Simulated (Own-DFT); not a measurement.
# Point defects and the pressure they add: C40 NbSi2

No measurement is shown. These are fixed-geometry runs of a retired plane-wave code named Own-DFT, which no person has reviewed; spin and spin-orbit coupling are neglected.

Method: PBE; PseudoDojo norm-conserving scalar-relativistic files; cutoff 42 hartree; 4 x 4 x 5 k mesh centred on Gamma; cold (Marzari-Vanderbilt) smearing of 0.2 eV.

Caveats: forces on such cells failed a check on a denser k mesh; stress not checked against mesh or cutoff.

All runs share one cell, with vectors in Å (0.000, 8.324, 0.000); (-9.613, 0.000, 0.000); (0.000, 0.000, 6.586) and a volume of 527.0 Å³. The atoms are randomly displaced, by u rms on each axis. The defect's site can differ from row to row.

```
cell,formula,u (Å),P (GPa)
no defect,Nb12Si24,0.0214,1.52
no defect,Nb12Si24,0.0461,2.29
no defect,Nb12Si24,0.0477,2.33
two Nb on a Si site each,Nb14Si22,0.0310,7.53
two Nb on a Si site each,Nb14Si22,0.0484,8.45
two Nb on a Si site each,Nb14Si22,0.0525,9.03
one Si vacancy,Nb12Si23,0.0284,0.97
one Si vacancy,Nb12Si23,0.0295,0.74
one Si vacancy,Nb12Si23,0.0496,1.56
two Nb vacancies,Nb10Si24,0.0286,-0.10
two Nb vacancies,Nb10Si24,0.0295,0.06
two Nb vacancies,Nb10Si24,0.0461,0.19
two Nb vacancies,Nb10Si24,0.0462,?
two Si on a Nb site each,Nb10Si26,0.0291,1.67
two Si on a Nb site each,Nb10Si26,0.0476,2.24
two Si on a Nb site each,Nb10Si26,0.0507,2.55
```

## What the rows give

P = P0 + c u² + a shift for each defect gives P0 = 1.26 GPa, c = 487 ± 71 GPa/Å² and a scatter of 0.20 GPa. The shifts, and each times the cell's volume:

- two Nb on a Si site each: 6.10 ± 0.17 GPa, 20.1 eV (10.0 eV for each of its 2 sites)
- two Si on a Nb site each: -0.03 ± 0.17 GPa, -0.1 eV (0.0 eV for each of its 2 sites) (not resolved)
- one Si vacancy: -0.84 ± 0.17 GPa, -2.8 eV
- two Nb vacancies: -1.83 ± 0.17 GPa, -6.0 eV (-3.0 eV for each of its 2 sites)

Positive is outwards. The product with the volume (160.2 GPa Å³ to the eV) is nearly free of the cell's size; divided by the bulk modulus at the cell's pressure it gives the volume that the defect adds. The atoms around the defects weren't relaxed, which would change these numbers.

## Test on the hidden row

The question: what pressure belongs in the blank (two Nb vacancies, u = 0.0462 Å)?

Estimate: 0.47 ± 0.24 GPa. The hidden result is 0.79 GPa.
